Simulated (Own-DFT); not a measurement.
# Response to strain: 4H SiC, 32 atoms (C16Si16)

Calculated results; nothing here was measured. The program, named Own-DFT, is a retired in-house plane-wave density functional code that no person has reviewed. Each row is one single-point run on a periodic cell that was not relaxed, without spin or spin-orbit coupling.

Settings of every run: PBE; PseudoDojo norm-conserving scalar-relativistic files; cutoff 42 hartree; 5 x 5 x 3 k mesh centred on Gamma; Fermi-Dirac smearing of 0.1 eV.

Known limits: forces on such cells passed a denser k mesh, each cell not checked; stress not checked against mesh or cutoff.

Unstrained cell vectors in Å: (6.165, 0.000, 0.000); (-3.083, 5.339, 0.000); (0.000, 0.000, 10.068). The unstrained cell has measured lattice constants (interpolated for alloys), not those of this functional. That, the random moves and any unrelaxed bonds set the pressure at no strain. Each run strains this cell uniformly, with the atoms carried along. Every atom was also moved at random, by a Gaussian of width 0.05 Å on each axis. Strain is the symmetric tensor, in per cent. Stress is positive in tension, and the pressure is minus a third of its trace.

```
run,e_xx (%),e_yy (%),e_zz (%),e_yz (%),e_xz (%),e_xy (%),s_xx (GPa),s_yy (GPa),s_zz (GPa),s_yz (GPa),s_xz (GPa),s_xy (GPa),P (GPa),E (meV/atom)
1,0.03,1.02,0.20,1.52,1.81,-1.58,-3.72,-0.07,-3.83,5.32,6.21,-7.82,2.54,12.6
2,1.45,0.57,-0.48,-1.38,-1.65,1.77,2.57,-2.40,-9.45,-5.04,-6.78,6.44,3.09,46.1
3,1.38,-0.06,-0.08,1.73,0.48,0.39,2.47,-1.55,-6.78,5.21,1.64,-0.56,1.95,18.3
4,-0.85,0.95,1.29,0.41,-0.75,1.22,-7.64,1.89,0.11,0.84,-1.61,5.81,1.88,4.4
5,0.52,1.02,0.47,0.27,-1.98,1.38,-0.01,2.86,-4.11,0.86,-5.69,4.70,0.42,5.0
6,-1.41,-0.09,-0.89,-1.04,0.40,-1.27,-11.76,-5.63,-14.88,-4.35,-0.78,-5.32,10.76,17.1
7,0.81,-1.55,-0.49,-1.91,1.66,1.67,-0.86,-12.16,-14.42,-5.45,5.00,9.12,9.15,68.9
8,-0.85,1.88,-1.99,0.94,1.99,-0.58,-9.35,3.04,-14.80,3.51,6.55,-3.34,7.04,17.9
9,-1.29,-0.38,-1.85,1.87,0.03,0.64,-17.57,-7.66,-16.67,6.07,2.50,1.78,13.97,58.2
10,1.46,1.65,-0.56,-1.40,1.96,-0.96,4.10,4.50,-6.67,-4.35,6.00,-3.33,-0.64,9.8
11,1.64,-1.09,0.69,-1.25,-0.19,0.78,1.30,-8.42,0.23,-4.79,-0.16,3.55,2.30,0.0
12,1.92,-1.47,0.68,-1.58,-0.07,-0.95,3.44,-8.83,-3.18,-5.03,0.01,-5.31,2.86,16.6
13,-0.23,1.30,-0.10,-1.88,-1.96,-0.97,-4.48,-0.14,-5.56,-6.24,-6.91,-3.80,3.39,20.1
14,-1.20,-1.91,-0.58,1.18,-0.04,0.39,-15.06,-14.73,-12.36,2.69,-1.71,0.24,14.05,27.2
15,-0.44,-0.86,1.90,0.76,0.00,-0.62,-8.46,-8.41,2.30,4.61,-0.67,-2.33,4.86,40.0
16,1.02,0.97,-0.56,0.61,-0.26,1.72,?,?,?,?,?,?,?,?
```

E is the free energy for each atom above the lowest run shown.

## Worked fit

Each stress component was fitted by least squares to a constant and the strains of the runs shown, as fractions, with shears doubled. Shear strains stay in the fit of a normal stress only where such slopes are resolved. The slopes, in GPa:

```
stress  at no strain  per e_xx  per e_yy  per e_zz  scatter
  s_xx          -5.4  552 ± 36  137 ± 34   83 ± 41     1.53
  s_yy          -4.2   68 ± 30  482 ± 28   65 ± 35     1.29
  s_zz          -6.9   68 ± 45  121 ± 42  545 ± 52     1.92
```

Each shear stress against twice its own strain: yz 163 ± 10, xz 162 ± 16, xy 236 ± 8 GPa. These are stiffnesses along x, y and z of the frame in which the cell vectors are given, which need not be the crystal's axes. The atoms are held to the strained lattice; where symmetry lets them move under strain, relaxing them would lower some slopes. The table should be nearly symmetric about its diagonal, and what it lacks of that shows the noise. A ninth of its sum, 236 ± 8 GPa, estimates the bulk modulus near the mean pressure of these runs, 5.2 GPa, so it lies above the value at zero pressure.

## Withheld run

Question: what normal stresses and pressure should run 16 give?

The fit gives s_xx = 1.1, s_yy = 0.8, s_zz = -8.1 and P = 2.1 GPa. The calculation gave -0.02, 1.00, -6.07 and P = 1.70 GPa.
